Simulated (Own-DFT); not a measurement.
# Which defects push the lattice out? 3C SiC

No measurement is shown. These are fixed-geometry runs of a retired plane-wave code named Own-DFT, which no person has reviewed; spin and spin-orbit coupling are neglected.

Common settings: PBE; PseudoDojo norm-conserving scalar-relativistic files; cutoff 42 hartree; 4 x 4 x 4 k mesh centred on Gamma; Fermi-Dirac smearing of 0.1 eV.

Keep in mind (not all hold for every row): some atoms lie very close together; not probed for a lower state with spin; forces on such cells failed a check on a denser k mesh; forces on such cells passed a denser k mesh, each cell not checked; stress not checked against mesh or cutoff.

All runs share one cell, with vectors in Å (8.719, 0.000, 0.000); (0.000, 8.719, 0.000); (0.000, 0.000, 8.719) and a volume of 662.9 Å³. The atoms are randomly displaced, by u rms on each axis. The defect's site can differ from row to row.

| cell | formula | u (Å) | P (GPa) |
|---|---|---|---|
| no defect | C32Si32 | 0.0311 | 3.89 |
| no defect | C32Si32 | 0.0321 | 4.10 |
| no defect | C32Si32 | 0.0600 | 6.15 |
| one C on a Si site | C33Si31 | 0.0293 | 1.68 |
| one C on a Si site | C33Si31 | 0.0306 | 1.37 |
| one C on a Si site | C33Si31 | 0.0524 | 2.84 |
| one Al on a Si site and one N on a C site | AlC31NSi31 | 0.0487 | 5.60 |
| one Al on a Si site and one N on a C site | AlC31NSi31 | 0.0513 | 5.43 |
| one Al on a Si site and one N on a C site | AlC31NSi31 | 0.0538 | 5.93 |
| one C vacancy | C31Si32 | 0.0301 | 3.48 |
| one C vacancy | C31Si32 | 0.0507 | 5.25 |
| one C vacancy | C31Si32 | 0.0509 | 5.02 |
| one Si on a C site | C31Si33 | 0.0276 | 10.88 |
| one Si on a C site | C31Si33 | 0.0295 | 11.29 |
| one Si on a C site | C31Si33 | 0.0508 | 12.66 |
| one Si on a C site | C31Si33 | 0.0522 | ? |

## Analysis

P = P0 + c u² + a shift for each defect gives P0 = 3.14 GPa, c = 841 ± 58 GPa/Å² and a scatter of 0.19 GPa. The shifts, and each times the cell's volume:

- one Si on a C site: 7.29 ± 0.16 GPa, 30.2 eV
- one Al on a Si site and one N on a C site: 0.30 ± 0.16 GPa, 1.2 eV (not resolved)
- one C vacancy: -0.26 ± 0.16 GPa, -1.1 eV (not resolved)
- one C on a Si site: -2.46 ± 0.16 GPa, -10.2 eV

A positive shift means that the defect pushes the cell outwards. Shift times volume (160.2 GPa Å³ is 1 eV) depends little on the cell's size, so, taken for each site, it can be compared between cells at like pressure. The atoms around the defects weren't relaxed, which would change these numbers.

## Test on the hidden row

Asked: what pressure belongs in the blank (one Si on a C site, u = 0.0522 Å)?

The fitted form gives 12.72 ± 0.23 GPa. DFT gave 13.25 GPa.
